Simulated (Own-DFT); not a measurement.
# Stretching a layer in its plane: wurtzite AlGaN with randomly placed atoms, 72 atoms (Al27Ga9N36)

Calculated, not measured: single-point runs of Own-DFT, a retired in-house plane-wave DFT program that no person has reviewed, on unrelaxed cells, without spin or spin-orbit coupling.

Settings: PBE; PseudoDojo norm-conserving scalar-relativistic files; cutoff 42 hartree; 4 x 4 x 3 k mesh centred on Gamma; Fermi-Dirac smearing of 0.1 eV.

Limits: forces on such cells passed a denser k mesh, each cell not checked; stress not checked against mesh or cutoff.

Unstrained cell vectors in Å: (9.394, 0.000, 0.000); (-4.697, 8.135, 0.000); (0.000, 0.000, 10.066). The unstrained cell has measured lattice constants (interpolated for alloys), not those of this functional. That, the random moves and any unrelaxed bonds set the pressure at no strain. Each run strains x and y alike by e, as a substrate would, and holds the height along z. Each coordinate of each atom was shifted by a normal deviate of width 0.05 Å. The random placing of the alloy's atoms differs from row to row. Stress is positive in tension.

| e (%) | u (Å) | (s_xx + s_yy)/2 (GPa) | s_zz (GPa) |
|---|---|---|---|
| -2.75 | 0.052 | -25.68 | -9.30 |
| -2.25 | 0.052 | -21.58 | -10.58 |
| -2.00 | 0.048 | ? | ? |
| -1.50 | 0.043 | -14.47 | -9.12 |
| -1.00 | 0.048 | -12.02 | -7.53 |
| -0.75 | 0.053 | -11.97 | -8.19 |
| 1.25 | 0.047 | -0.24 | -3.78 |
| 1.75 | 0.047 | 2.31 | -1.99 |
| 2.00 | 0.046 | 4.23 | -4.73 |
| 2.25 | 0.055 | 4.80 | -5.40 |

## Working it out

With e as a fraction, the in-plane stress is -6.3 + 579 e - 4046 e² GPa (errors 16 and 1347, scatter 0.85), and s_zz is -6.6 + 134 e GPa (slope ± 25, scatter 1.37). At e = 0 the first slope is C11 + C12 and the second 2 C13, both with the ions held to the strained lattice and at the cell's own pressure. The term in e² is negative: the layer stiffens under compression and softens under tension. A free layer would change its height as e changes, and the in-plane slope would drop by 2 C13²/C33 to the biaxial modulus. At fixed height, a misfit of 1 % moves the in-plane stress by about 5.8 GPa and s_zz by 1.3 GPa.

## Prediction

The question: what are the two stresses at e = -2.00 %?

The fit gives -19.5 and -9.3 GPa. DFT gave -19.21 and -9.46 GPa.
